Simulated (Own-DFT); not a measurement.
# Response to strain: wurtzite GaN, 72 atoms (Ga36N36)

These are calculations, not measurements. The program, named Own-DFT, is a retired in-house plane-wave density functional code that no person has reviewed. Each row is one single-point run on a periodic cell that was not relaxed, without spin or spin-orbit coupling.

Settings of every run: PBE; PseudoDojo norm-conserving scalar-relativistic files (stringent for Ga); cutoff 96 hartree; 4 x 4 x 3 k mesh centred on Gamma; Gaussian smearing of 0.01 eV.

Known limits: forces not confirmed at this smearing and k mesh; stress not checked against mesh or cutoff.

Unstrained cell vectors in Å: (9.567, 0.000, 0.000); (-4.783, 8.285, 0.000); (0.000, 0.000, 10.370). The unstrained cell has measured lattice constants (interpolated for alloys), not those of this functional. That, the random moves and any unrelaxed bonds set the pressure at no strain. Each run strains this cell uniformly, with the atoms carried along. Every atom was also moved at random, by a Gaussian of width 0.05 Å on each axis. Strain is the symmetric tensor, in per cent. Stress is positive in tension, and the pressure is minus a third of its trace.

```
run,e_xx (%),e_yy (%),e_zz (%),e_yz (%),e_xz (%),e_xy (%),s_xx (GPa),s_yy (GPa),s_zz (GPa),s_yz (GPa),s_xz (GPa),s_xy (GPa),P (GPa),E (meV/atom)
1,-1.60,-1.83,0.75,1.38,-1.51,1.49,-15.71,-18.92,-6.19,3.50,-3.67,8.07,13.61,48.2
2,1.25,1.61,0.16,-1.55,-0.65,1.87,-0.88,0.74,-4.24,-3.60,-0.69,4.82,1.46,8.1
3,1.60,-0.95,-0.62,1.96,-1.32,-1.84,-2.04,-10.43,-8.74,4.03,-3.61,-4.90,7.07,18.0
4,-1.60,-1.07,1.53,0.54,-0.49,-1.14,-14.92,-11.78,-2.38,0.80,-1.35,-3.49,9.69,31.8
5,-0.57,0.79,-0.89,-0.45,-0.37,-1.52,-9.37,-4.62,-12.52,-0.23,-0.11,-3.95,8.84,33.0
6,-0.45,-1.31,0.65,0.76,0.07,0.49,-11.99,-12.71,-4.32,2.31,-0.10,2.67,9.67,25.3
7,-1.95,-1.04,-1.41,-1.20,0.73,0.58,-16.14,-16.37,-17.52,-2.53,1.56,1.06,16.68,48.3
8,-0.89,1.82,-0.15,-0.10,-0.64,1.04,-8.74,0.61,-7.15,-0.30,-0.32,2.45,5.09,0.0
9,1.68,-1.69,-0.22,-1.43,0.11,-1.43,-0.63,-16.10,-8.10,-3.17,0.75,-3.19,8.28,38.4
10,-1.41,-0.64,-0.68,0.30,-0.92,0.57,-16.00,-11.39,-12.69,0.70,-1.39,2.36,13.36,48.6
11,-0.80,-1.60,-1.05,0.51,0.02,0.14,-12.71,-15.89,-17.22,-0.37,0.76,1.49,15.27,60.9
12,1.91,0.39,-1.95,1.00,1.74,-0.48,1.47,-5.30,-17.87,1.74,3.53,-1.19,7.23,35.0
13,-0.23,0.91,-1.11,-0.72,-1.40,-1.13,-7.62,-4.20,-12.47,-1.43,-2.72,-2.42,8.10,28.2
14,-1.82,0.39,-1.46,0.22,1.71,-0.57,-15.32,-8.29,-16.62,-0.36,3.87,-2.17,13.41,39.7
15,0.98,1.90,0.11,-1.85,1.46,-1.15,?,?,?,?,?,?,?,?
```

E is the free energy for each atom above the lowest run shown.

## Worked fit

Each stress component was fitted by least squares to a constant and the strains of the runs shown, as fractions, with shears doubled. Shear strains stay in the fit of a normal stress only where such slopes are resolved. The slopes, in GPa:

| stress | at no strain | per e_xx | per e_yy | per e_zz | scatter |
|---|---|---|---|---|---|
| s_xx | -7.5 | 438 ± 19 | 96 ± 22 | 4 ± 28 | 0.94 |
| s_yy | -7.5 | 78 ± 22 | 493 ± 25 | 80 ± 32 | 1.08 |
| s_zz | -7.3 | 93 ± 22 | 87 ± 25 | 570 ± 32 | 1.08 |

Each shear stress against twice its own strain: yz 105 ± 10, xz 104 ± 8, xy 157 ± 13 GPa. These are stiffnesses along x, y and z of the frame in which the cell vectors are given, which need not be the crystal's axes. The atoms are held to the strained lattice; where symmetry lets them move under strain, relaxing them would lower some slopes. The table should be nearly symmetric about its diagonal, and what it lacks of that shows the noise. A ninth of its sum, 216 ± 5 GPa, estimates the bulk modulus near the mean pressure of these runs, 9.8 GPa, so it lies above the value at zero pressure.

## Withheld run

Question: what normal stresses and pressure should run 15 give?

The fit gives s_xx = -1.4, s_yy = 2.7, s_zz = -4.1 and P = 0.9 GPa. The calculation gave -1.13, 1.92, -4.71 and P = 1.31 GPa.
